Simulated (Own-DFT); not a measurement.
# Shaking the atoms of grey tin, 64 atoms (Sn64)

All numbers below are calculated, not measured. The program, named Own-DFT, is a retired in-house plane-wave density functional code that no person has reviewed. Each row is one single-point run on a periodic cell that was not relaxed, without spin or spin-orbit coupling.

Settings of every run: PBE; PseudoDojo norm-conserving scalar-relativistic files; cutoff 42 hartree; 3 x 3 x 3 k mesh centred on Gamma; cold (Marzari-Vanderbilt) smearing of 0.2 eV.

Known limits: forces on such cells moved up to 12 meV/angstrom on a denser k mesh; stress not checked against mesh or cutoff.

Cell vectors in Å: (12.978, 0.000, 0.000); (0.000, 12.978, 0.000); (0.000, 0.000, 12.978). In each run every atom was moved at random and independently from its ideal site; u is the rms move along one axis. E is the free energy for each atom above the fitted value at u = 0, and F the rms of the force components.

```
run   u (Å)  E (meV/atom)  F (eV/Å)  largest force (eV/Å)  P (GPa)
  1  0.0202           4.6     0.206                  0.64     3.38
  2  0.0203           4.4     0.206                  0.68     3.37
  3  0.0204           5.3     0.225                  0.74     3.38
  4  0.0515             ?         ?                     ?        ?
  5  0.0523          35.6     0.581                  1.90     3.66
  6  0.0539          30.9     0.524                  1.59     3.60
  7  0.0904          86.1     0.871                  2.69     4.12
  8  0.0914          88.4     0.892                  3.34     4.08
  9  0.0959         122.3     1.098                  4.54     4.46
 10  0.1481         288.0     1.813                  6.92     6.08
```

## Worked fit

For small independent moves the energy grows as E = (3/2) K u², with K the mean stiffness felt by one atom. The runs with u up to 0.11 Å give K = 7.7 ± 0.4 eV/Å², with residuals divided by u² + 0.0006 Å², since the noise grows with the moves. The scatter is 3.3 meV/atom at u = 0.05 Å. The forces follow F = G u with G = 10.4 eV/Å²; no force at u = 0 is resolved. G exceeds K because the moves of its neighbours add to the force on an atom, and stiffness differs between atoms. At u = 0.148 Å the parabola gives 254 meV/atom and the run 288. The pressure follows P = 3.33 + 104 u² GPa: at fixed volume, shortened bonds push harder than stretched ones pull.

## Withheld run

Question: what energy and rms force should run 4 give?

The fit gives 31 ± 4 meV/atom and about 0.54 eV/Å. The calculation gave 35.4 meV/atom and 0.600 eV/Å.
